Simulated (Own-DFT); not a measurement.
Si24O47 (quartz with one neutral oxygen vacancy, atoms displaced) (calculated)

Computed with Own-DFT development build. A calculation, not a measurement: plane-wave PBE and HSE06 DFT by an unreviewed code, no spin, of a simulated cell at Gamma alone, so results move with cell size and shape, stress positive in tension, energies less offsets, not probed for a lower state with spin; oxygen file: force components 24 meV/angstrom off all-electron in a glass; k mesh not checked against a denser one; forces and stress are PBE's, HSE06 gives the energy alone, and its difference from PBE has offsets of its own; offsets are fitted by least squares, one for each functional and potential file, so energies compare only between cells with the same atoms and settings and are not formation energies; the far tail of each file's local potential was reset to the Coulomb form; each entry is a single point on an unrelaxed cell, so the pressure reflects the starting lattice, mostly measured values (interpolated for alloys), from which strain is counted, and rises with the displacements; printed positions are rounded, which can move forces by about a meV/angstrom; the program, named Own-DFT, is a retired in-house code; no spin-orbit coupling.

Common to all runs: first functional PBE; second functional HSE06; exact exchange share 0.25; screening 0.11 1/bohr; exchange divergence Gygi-Baldereschi; potential files PseudoDojo norm-conserving, scalar-relativistic, made for PBE, standard set; wave cutoff 48 hartree; occupations fixed; k mesh 1 x 1 x 1 centred on Gamma.

(1) 
```cif
# cell vector a (Å): 9.8268 0.0000 0.0000
# cell vector b (Å): -4.9134 8.5103 0.0000
# cell vector c (Å): 0.0000 0.0000 10.8104
data_Si24O47
_symmetry_space_group_name_H-M 'P 1'
_symmetry_Int_Tables_number 1
_cell_length_a 9.8268
_cell_length_b 9.8268
_cell_length_c 10.8104
_cell_angle_alpha 90.000
_cell_angle_beta 90.000
_cell_angle_gamma 120.000
_cell_volume 904.06
loop_
_atom_site_label
_atom_site_type_symbol
_atom_site_fract_x
_atom_site_fract_y
_atom_site_fract_z
_atom_site_occupancy
Si1 Si 0.23586 0.99929 0.99774 1
Si2 Si 0.00213 0.23432 0.33180 1
Si3 Si 0.26316 0.26745 0.16895 1
O1 O 0.20699 0.12652 0.06203 1
O2 O 0.42999 0.29597 0.22648 1
O3 O 0.36288 0.06937 0.39156 1
O4 O 0.07236 0.36603 0.44213 1
O5 O 0.12597 0.20628 0.27615 1
O6 O 0.29656 0.42809 0.10262 1
Si4 Si 0.24059 0.99901 0.50328 1
Si5 Si 0.00385 0.23336 0.83359 1
Si6 Si 0.26582 0.26625 0.66954 1
O7 O 0.20833 0.13370 0.55733 1
O8 O 0.42818 0.29744 0.73300 1
O9 O 0.36627 0.07487 0.88888 1
O10 O 0.06943 0.36577 0.94527 1
O11 O 0.12546 0.20548 0.77381 1
O12 O 0.29398 0.42763 0.60565 1
Si7 Si 0.23274 0.50102 0.99953 1
Si8 Si 0.00126 0.73217 0.32986 1
Si9 Si 0.26552 0.76688 0.16603 1
O13 O 0.20477 0.63007 0.05907 1
O14 O 0.43172 0.79273 0.22427 1
O15 O 0.36615 0.57328 0.39427 1
O16 O 0.07235 0.86311 0.43624 1
O17 O 0.13153 0.70634 0.27906 1
O18 O 0.29663 0.92486 0.11031 1
Si10 Si 0.23270 0.49614 0.49846 1
Si11 Si 0.00283 0.73509 0.83233 1
Si12 Si 0.26466 0.76673 0.66810 1
O19 O 0.19864 0.63033 0.55595 1
O20 O 0.42762 0.79217 0.72772 1
O21 O 0.36568 0.57074 0.89493 1
O22 O 0.07482 0.86146 0.93702 1
O23 O 0.13192 0.70770 0.77128 1
O24 O 0.29401 0.92681 0.60956 1
Si13 Si 0.74019 0.00374 0.00228 1
Si14 Si 0.50747 0.24112 0.33514 1
Si15 Si 0.76503 0.26812 0.17003 1
O25 O 0.70841 0.13014 0.05996 1
O26 O 0.92729 0.30027 0.22373 1
O27 O 0.86923 0.07643 0.39234 1
O28 O 0.57870 0.36269 0.43923 1
O29 O 0.63146 0.20639 0.27329 1
O30 O 0.79086 0.42115 0.10913 1
Si16 Si 0.73712 0.00133 0.49987 1
Si17 Si 0.50154 0.23758 0.83501 1
Si18 Si 0.76878 0.26268 0.66910 1
O31 O 0.70628 0.13052 0.55672 1
O32 O 0.92078 0.29532 0.72268 1
O33 O 0.86581 0.06900 0.89544 1
O34 O 0.56981 0.36162 0.93502 1
O35 O 0.63538 0.20569 0.77236 1
O36 O 0.79511 0.43282 0.60258 1
Si19 Si 0.73971 0.50536 0.99557 1
Si20 Si 0.49968 0.73561 0.33650 1
Si21 Si 0.76535 0.76386 0.16989 1
O37 O 0.70728 0.62891 0.06175 1
O38 O 0.92049 0.78541 0.22630 1
O39 O 0.57187 0.86237 0.44104 1
O40 O 0.63686 0.70593 0.27620 1
O41 O 0.79319 0.93013 0.10748 1
Si22 Si 0.72963 0.49326 0.49947 1
Si23 Si 0.50108 0.74039 0.83251 1
Si24 Si 0.76268 0.76573 0.66825 1
O42 O 0.70466 0.62367 0.56222 1
O43 O 0.92190 0.79495 0.71916 1
O44 O 0.86671 0.57325 0.88693 1
O45 O 0.57008 0.86743 0.94221 1
O46 O 0.63694 0.71107 0.77214 1
O47 O 0.78924 0.92142 0.60758 1
_calc_PBE_energy_of_cell_above_offsets '-21.915'  # eV
_calc_HSE06_less_PBE_above_offsets '-0.687'  # eV
_calc_PBE_pressure 8.51  # GPa
_calc_PBE_stress_xx -11.55  # GPa
_calc_PBE_stress_yy -6.58  # GPa
_calc_PBE_stress_zz -7.39  # GPa
_calc_PBE_stress_yz -1  # GPa
_calc_PBE_stress_xz 0.81  # GPa
_calc_PBE_stress_xy 1.49  # GPa
```

Force:
```
element  x (eV/Å)  y (eV/Å)  z (eV/Å)
     Si     1.402    -0.828      0.56
     Si    -5.075     2.051     1.314
     Si     1.159    -0.811    -0.378
      O    -1.275     1.685     1.188
      O    -0.902     0.048    -0.022
      O     1.231      1.58    -0.818
      O    -0.784    -1.286    -0.924
      O     5.201    -0.359    -2.858
      O     0.278    -0.642     0.933
     Si    -2.525    -0.762     -2.33
     Si    -5.946     0.998     2.027
     Si     0.274      -0.4    -1.126
      O     -0.27     0.909      1.32
      O    -1.541     0.288     -1.61
      O    -0.376    -1.414     0.626
      O    -0.525    -1.254     -1.32
      O     4.681    -0.499    -2.353
      O      0.58    -0.547     1.026
     Si     1.105     -0.56    -0.348
     Si    -4.225    -2.315      3.83
     Si     1.289    -2.525      1.77
      O    -1.416     1.785     1.198
      O    -1.032    -0.085     -0.37
      O     0.257    -0.483    -0.408
      O      0.76      1.89     1.645
      O     4.509    -0.397    -2.809
      O    -1.511      2.45    -2.136
     Si    -0.535     1.721     0.706
     Si    -2.718     0.246     -2.82
     Si      1.19     -2.02    -1.643
      O     0.397     0.968     1.177
      O    -1.745     0.631    -1.768
      O     0.619     1.104    -1.297
      O    -0.037     1.435     1.554
      O     0.963    -0.593     0.148
      O     0.678     0.489     0.814
     Si    -1.671    -1.996    -0.845
     Si    -2.472    -3.692    -1.569
     Si     0.526    -2.822    -1.305
      O    -1.621     2.409     1.581
      O     2.359    -0.269     1.698
      O    -0.424    -1.214     0.349
      O    -2.032    -0.459     0.852
      O     1.009    -0.684     0.054
      O     -1.81     3.311    -2.696
     Si     0.515    -1.516     -0.59
     Si     1.558    -2.427    -2.538
     Si    -5.726     0.595    -4.184
      O    -1.008     1.515     1.134
      O     7.111     0.454     3.867
      O     1.392     1.411    -1.954
      O     1.334      4.38     3.989
      O    -1.096    -0.302     0.679
      O     2.698    -3.171     2.978
     Si    -0.064    -3.149     1.064
     Si     0.946    -0.951    -1.778
     Si    -1.608     0.483    -1.669
      O    -0.883     1.107     0.181
      O      1.58      1.08    -0.431
      O     0.253     1.743     1.428
      O    -1.295    -0.297     0.838
      O     1.741    -1.846     1.773
     Si     2.742     4.866      -2.2
     Si     1.509    -1.851     1.973
     Si     0.358    -2.449    -2.832
      O    -2.019     1.979     1.171
      O     4.405     0.099      2.98
      O     0.023    -0.732     0.214
      O     0.498      0.61     0.307
      O     -2.15    -0.894     2.241
      O    -0.813      2.18    -1.255
```

(2) 
```cif
# cell vector a (Å): 9.8268 0.0000 0.0000
# cell vector b (Å): -4.9134 8.5103 0.0000
# cell vector c (Å): 0.0000 0.0000 10.8104
data_Si24O47
_symmetry_space_group_name_H-M 'P 1'
_symmetry_Int_Tables_number 1
_cell_length_a 9.8268
_cell_length_b 9.8268
_cell_length_c 10.8104
_cell_angle_alpha 90.000
_cell_angle_beta 90.000
_cell_angle_gamma 120.000
_cell_volume 904.06
loop_
_atom_site_label
_atom_site_type_symbol
_atom_site_fract_x
_atom_site_fract_y
_atom_site_fract_z
_atom_site_occupancy
Si1 Si 0.23850 0.00262 0.99734 1
Si2 Si 0.99791 0.23997 0.33689 1
Si3 Si 0.26528 0.26312 0.16528 1
O1 O 0.20930 0.13453 0.06151 1
O2 O 0.42667 0.29423 0.22673 1
O3 O 0.36666 0.07915 0.39487 1
O4 O 0.07108 0.36542 0.43922 1
O5 O 0.12971 0.20507 0.27847 1
O6 O 0.29045 0.42822 0.10603 1
Si4 Si 0.22988 0.00296 0.49967 1
Si5 Si 0.99961 0.22821 0.83607 1
Si6 Si 0.26564 0.26618 0.66850 1
O7 O 0.21059 0.13747 0.56249 1
O8 O 0.42978 0.29494 0.72303 1
O9 O 0.37134 0.07338 0.89301 1
O10 O 0.07134 0.36969 0.94124 1
O11 O 0.13739 0.21125 0.77642 1
Si7 Si 0.23552 0.50015 0.00522 1
Si8 Si 0.00305 0.73819 0.33209 1
Si9 Si 0.26491 0.76148 0.16862 1
O12 O 0.20565 0.62970 0.05498 1
O13 O 0.42728 0.79398 0.22353 1
O14 O 0.36996 0.57381 0.39018 1
O15 O 0.07340 0.86527 0.44552 1
O16 O 0.13267 0.70513 0.27204 1
O17 O 0.29320 0.93318 0.10584 1
Si10 Si 0.23939 0.50171 0.50114 1
Si11 Si 0.99843 0.73490 0.83367 1
Si12 Si 0.25466 0.76027 0.66689 1
O18 O 0.20747 0.63488 0.56665 1
O19 O 0.42552 0.78915 0.72533 1
O20 O 0.36715 0.56761 0.88818 1
O21 O 0.07328 0.86592 0.93917 1
O22 O 0.13276 0.70537 0.77305 1
O23 O 0.29801 0.93196 0.61009 1
Si13 Si 0.73350 0.00078 0.99873 1
Si14 Si 0.49755 0.23870 0.33316 1
Si15 Si 0.76076 0.26370 0.17275 1
O24 O 0.71075 0.13358 0.05738 1
O25 O 0.92588 0.29073 0.23230 1
O26 O 0.86927 0.07141 0.39758 1
O27 O 0.56828 0.36790 0.44133 1
O28 O 0.62968 0.20572 0.27523 1
O29 O 0.79107 0.42754 0.11161 1
Si16 Si 0.74197 0.00093 0.49266 1
Si17 Si 0.50099 0.23367 0.83247 1
Si18 Si 0.76411 0.26523 0.66966 1
O30 O 0.70245 0.13426 0.55281 1
O31 O 0.93266 0.29516 0.73224 1
O32 O 0.86523 0.07406 0.89315 1
O33 O 0.57601 0.36767 0.94170 1
O34 O 0.63022 0.20581 0.77277 1
O35 O 0.79246 0.42659 0.60752 1
Si19 Si 0.73806 0.49948 0.99949 1
Si20 Si 0.49826 0.72980 0.33374 1
Si21 Si 0.77054 0.76662 0.17114 1
O36 O 0.70667 0.62876 0.06062 1
O37 O 0.92940 0.79926 0.22713 1
O38 O 0.86861 0.57630 0.39210 1
O39 O 0.58132 0.86864 0.44166 1
O40 O 0.63071 0.70516 0.27673 1
O41 O 0.79315 0.92649 0.10365 1
Si22 Si 0.73105 0.50116 0.49837 1
Si23 Si 0.50115 0.73516 0.83027 1
Si24 Si 0.77192 0.76305 0.66788 1
O42 O 0.70557 0.63361 0.55916 1
O43 O 0.92312 0.78862 0.73053 1
O44 O 0.85934 0.56842 0.89349 1
O45 O 0.57849 0.86857 0.93806 1
O46 O 0.63187 0.71209 0.77733 1
O47 O 0.78399 0.92708 0.60366 1
_calc_PBE_energy_of_cell_above_offsets '-22.602'  # eV
_calc_HSE06_less_PBE_above_offsets '-0.670'  # eV
_calc_PBE_pressure 7.88  # GPa
_calc_PBE_stress_xx -9.83  # GPa
_calc_PBE_stress_yy -5.85  # GPa
_calc_PBE_stress_zz -7.95  # GPa
_calc_PBE_stress_yz -0.48  # GPa
_calc_PBE_stress_xz 0.91  # GPa
_calc_PBE_stress_xy -0.98  # GPa
```

Force:
```
element  x (eV/Å)  y (eV/Å)  z (eV/Å)
     Si    -0.797    -0.367    -0.004
     Si     2.187    -3.025    -0.231
     Si    -2.015     1.107     1.961
      O    -0.303    -0.814    -1.397
      O    -0.435     0.712    -0.932
      O    -0.507    -1.017     0.095
      O     0.315     3.007     2.413
      O     1.423     0.388    -1.377
      O     2.301    -1.796     2.829
     Si     3.301     0.208     1.315
     Si    -0.633     3.125     0.842
     Si    -1.119     2.913     -1.38
      O    -1.058    -0.341    -0.491
      O     0.442     0.208     0.435
      O    -0.316     -0.58     -0.19
      O     0.266    -0.809    -0.043
      O     1.037     -0.84     0.142
     Si     0.473      -0.9    -5.455
     Si    -0.439    -0.157     0.914
     Si    -0.811      1.43    -3.035
      O    -2.046      3.38     2.347
      O     1.202    -0.095     0.968
      O      -1.4    -2.416     1.321
      O    -1.089      -1.3    -1.131
      O    -0.155     -0.31      0.54
      O     1.556    -2.414      1.87
     Si     0.444    -2.277     2.043
     Si     1.389    -1.854     1.553
     Si     3.414     4.272     1.098
      O     0.483    -3.156    -3.566
      O    -1.921     0.356    -1.083
      O    -0.672    -0.174     1.277
      O    -0.057      0.62     0.385
      O     -2.23    -0.816     2.075
      O    -1.043    -0.166    -0.737
     Si      1.11    -0.748      0.22
     Si     0.701    -0.582     0.768
     Si     1.489     0.034    -2.385
      O    -1.541      2.26     1.953
      O    -2.611     0.769    -2.287
      O     3.192     2.427    -3.961
      O    -0.142       0.4     0.024
      O    -0.381    -0.501     0.772
      O     0.714    -0.419     0.491
     Si    -4.255     0.491      4.12
     Si    -1.015     1.737     0.669
     Si         2    -1.078    -1.823
      O     0.649     0.783     0.989
      O    -2.197    -0.011    -1.717
      O     0.338    -1.482     0.028
      O     -0.79    -1.407    -0.831
      O     1.358    -0.509    -0.079
      O    -0.492     0.892    -0.484
     Si    -1.348    -0.968     1.937
     Si    -0.313     4.288     0.064
     Si    -3.367    -0.835    -2.647
      O    -0.616     1.851     1.538
      O     2.067     0.545      0.91
      O    -0.423     -0.49     0.215
      O    -2.052    -2.816     -2.32
      O     2.551    -0.132    -1.403
      O     0.847    -0.833     1.217
     Si     1.918    -0.845     0.314
     Si    -2.831     -0.25     2.055
     Si     -6.01     1.419    -0.897
      O    -0.454     0.576     0.342
      O     1.303     1.148    -0.497
      O     2.373     2.057    -2.543
      O    -1.427    -1.035    -0.373
      O     5.312    -0.411    -2.846
      O     3.156    -2.429     3.099
```

(3) 
```cif
# cell vector a (Å): 9.8268 0.0000 0.0000
# cell vector b (Å): -4.9134 8.5103 0.0000
# cell vector c (Å): 0.0000 0.0000 10.8104
data_Si24O47
_symmetry_space_group_name_H-M 'P 1'
_symmetry_Int_Tables_number 1
_cell_length_a 9.8268
_cell_length_b 9.8268
_cell_length_c 10.8104
_cell_angle_alpha 90.000
_cell_angle_beta 90.000
_cell_angle_gamma 120.000
_cell_volume 904.06
loop_
_atom_site_label
_atom_site_type_symbol
_atom_site_fract_x
_atom_site_fract_y
_atom_site_fract_z
_atom_site_occupancy
Si1 Si 0.23307 0.99389 0.00109 1
Si2 Si 0.00164 0.23399 0.33510 1
Si3 Si 0.26235 0.26205 0.16559 1
O1 O 0.21174 0.14247 0.05913 1
O2 O 0.42842 0.29307 0.22506 1
O3 O 0.37516 0.07836 0.39467 1
O4 O 0.07478 0.37036 0.44094 1
O5 O 0.13425 0.20365 0.27096 1
O6 O 0.29457 0.42701 0.11244 1
Si4 Si 0.23112 0.99827 0.49582 1
Si5 Si 0.99885 0.23071 0.83547 1
Si6 Si 0.25989 0.26167 0.66906 1
O7 O 0.42945 0.29551 0.72208 1
O8 O 0.36543 0.07388 0.88854 1
O9 O 0.07119 0.37046 0.94157 1
O10 O 0.13649 0.20537 0.77725 1
O11 O 0.28898 0.42561 0.60723 1
Si7 Si 0.23616 0.49909 0.99920 1
Si8 Si 0.00726 0.74433 0.33330 1
Si9 Si 0.27535 0.76907 0.16523 1
O12 O 0.20892 0.63263 0.05656 1
O13 O 0.43258 0.79977 0.22521 1
O14 O 0.36913 0.57640 0.38889 1
O15 O 0.07047 0.86569 0.44367 1
O16 O 0.13918 0.71243 0.27590 1
O17 O 0.29910 0.93243 0.10788 1
Si10 Si 0.23276 0.49968 0.49593 1
Si11 Si 0.99561 0.73898 0.82971 1
Si12 Si 0.26564 0.76497 0.66862 1
O18 O 0.20806 0.63814 0.56165 1
O19 O 0.42513 0.78840 0.72859 1
O20 O 0.36018 0.57115 0.89009 1
O21 O 0.07319 0.86884 0.94196 1
O22 O 0.13785 0.70882 0.77464 1
O23 O 0.29288 0.92970 0.60600 1
Si13 Si 0.73828 0.00241 0.99676 1
Si14 Si 0.50082 0.23097 0.33496 1
Si15 Si 0.77056 0.26977 0.16086 1
O24 O 0.70422 0.12641 0.05991 1
O25 O 0.92782 0.29114 0.22471 1
O26 O 0.86028 0.07272 0.39432 1
O27 O 0.57531 0.36223 0.44072 1
O28 O 0.63186 0.20549 0.27790 1
O29 O 0.79630 0.42916 0.10669 1
Si16 Si 0.73981 0.00570 0.50130 1
Si17 Si 0.49598 0.22983 0.82684 1
Si18 Si 0.76553 0.26171 0.66788 1
O30 O 0.70895 0.13433 0.56211 1
O31 O 0.92262 0.28979 0.72748 1
O32 O 0.87123 0.07557 0.89251 1
O33 O 0.57422 0.36735 0.94103 1
O34 O 0.63537 0.20788 0.77756 1
O35 O 0.79948 0.42578 0.60904 1
Si19 Si 0.72931 0.49834 0.00072 1
Si20 Si 0.49718 0.73097 0.33270 1
Si21 Si 0.75958 0.76386 0.17269 1
O36 O 0.70365 0.63213 0.06178 1
O37 O 0.92917 0.79820 0.22351 1
O38 O 0.86782 0.56913 0.39598 1
O39 O 0.57434 0.86669 0.44280 1
O40 O 0.63225 0.70700 0.27396 1
O41 O 0.79478 0.92573 0.10807 1
Si22 Si 0.73811 0.50314 0.49902 1
Si23 Si 0.50624 0.74036 0.83186 1
Si24 Si 0.76173 0.76122 0.66628 1
O42 O 0.70383 0.63235 0.56039 1
O43 O 0.92709 0.79200 0.72785 1
O44 O 0.86870 0.57490 0.89353 1
O45 O 0.57182 0.86217 0.93956 1
O46 O 0.63288 0.71182 0.77248 1
O47 O 0.79522 0.92397 0.60951 1
_calc_PBE_energy_of_cell_above_offsets '-23.163'  # eV
_calc_HSE06_less_PBE_above_offsets '-0.600'  # eV
_calc_PBE_pressure 7.18  # GPa
_calc_PBE_stress_xx -7.72  # GPa
_calc_PBE_stress_yy -7.06  # GPa
_calc_PBE_stress_zz -6.76  # GPa
_calc_PBE_stress_yz 0.52  # GPa
_calc_PBE_stress_xz 0.64  # GPa
_calc_PBE_stress_xy -1.51  # GPa
```

Force:
```
element  x (eV/Å)  y (eV/Å)  z (eV/Å)
     Si    -0.303      3.56    -0.634
     Si    -0.293     0.012    -1.061
     Si     2.092     2.094     1.234
      O     0.896    -3.692    -2.962
      O     0.027    -0.223     0.478
      O    -1.932    -3.946     1.533
      O    -1.352    -1.992    -1.314
      O    -1.777    -0.719     2.149
      O    -0.903     1.319    -1.039
     Si     0.967     4.047     2.983
     Si     0.346      3.82    -0.977
     Si     1.994    -0.978    -3.355
      O    -0.361     0.413     -0.32
      O    -0.889    -1.798     1.248
      O    -0.373    -1.557    -0.736
      O    -1.111    -0.605     1.282
      O    -0.097     0.138    -0.399
     Si     0.751    -0.591     0.773
     Si    -1.227    -3.259    -1.022
     Si    -2.582    -1.253    -0.771
      O    -0.818     1.875     1.583
      O      1.58     0.172     0.584
      O    -1.479    -3.064     1.548
      O    -1.231    -0.284     -0.01
      O     0.907     0.225    -0.712
      O     0.651     -0.52     0.635
     Si     1.184     2.438     2.198
     Si     4.298    -1.949     3.333
     Si    -0.121     1.468    -0.337
      O     0.697    -1.827    -1.909
      O    -0.389     1.045    -1.143
      O     1.588     1.181    -1.073
      O    -0.997    -1.099    -0.781
      O    -2.123    -0.063      1.36
      O      0.42    -0.544     0.319
     Si     0.381    -2.389      1.19
     Si    -0.886     3.319    -1.839
     Si    -1.239    -2.282      2.44
      O    -0.986     1.658     0.532
      O     0.589     0.133     0.333
      O     2.234     1.473    -1.975
      O    -0.085     1.324     1.041
      O     3.619     0.217    -2.773
      O    -0.181     0.816    -0.358
     Si     -1.28    -3.186     1.569
     Si     0.118     2.196       1.9
     Si    -1.689     1.234     0.451
      O    -0.519    -0.561    -0.601
      O     2.529    -0.054     1.175
      O    -0.611    -2.579     0.781
      O    -1.246    -2.191    -1.662
      O     1.012    -0.512    -0.613
      O    -1.099     1.082    -0.904
     Si     1.593     1.337    -0.482
     Si     0.519     3.929     0.427
     Si     2.136     0.374    -3.107
      O    -0.458     0.578     0.607
      O     0.609    -0.186     0.996
      O     1.467      2.68    -2.132
      O     0.044    -0.434    -0.441
      O    -0.664    -1.032     1.613
      O    -0.669     0.812    -0.838
     Si     0.009    -2.557     1.503
     Si     -2.65    -3.073     1.032
     Si     0.689     0.591     0.341
      O    -0.054    -0.502    -0.492
      O    -2.922      1.23    -3.154
      O    -0.595    -0.193      0.38
      O      0.58     2.203     1.737
      O      2.24    -0.913    -0.374
      O    -0.575     1.614     -0.98
```
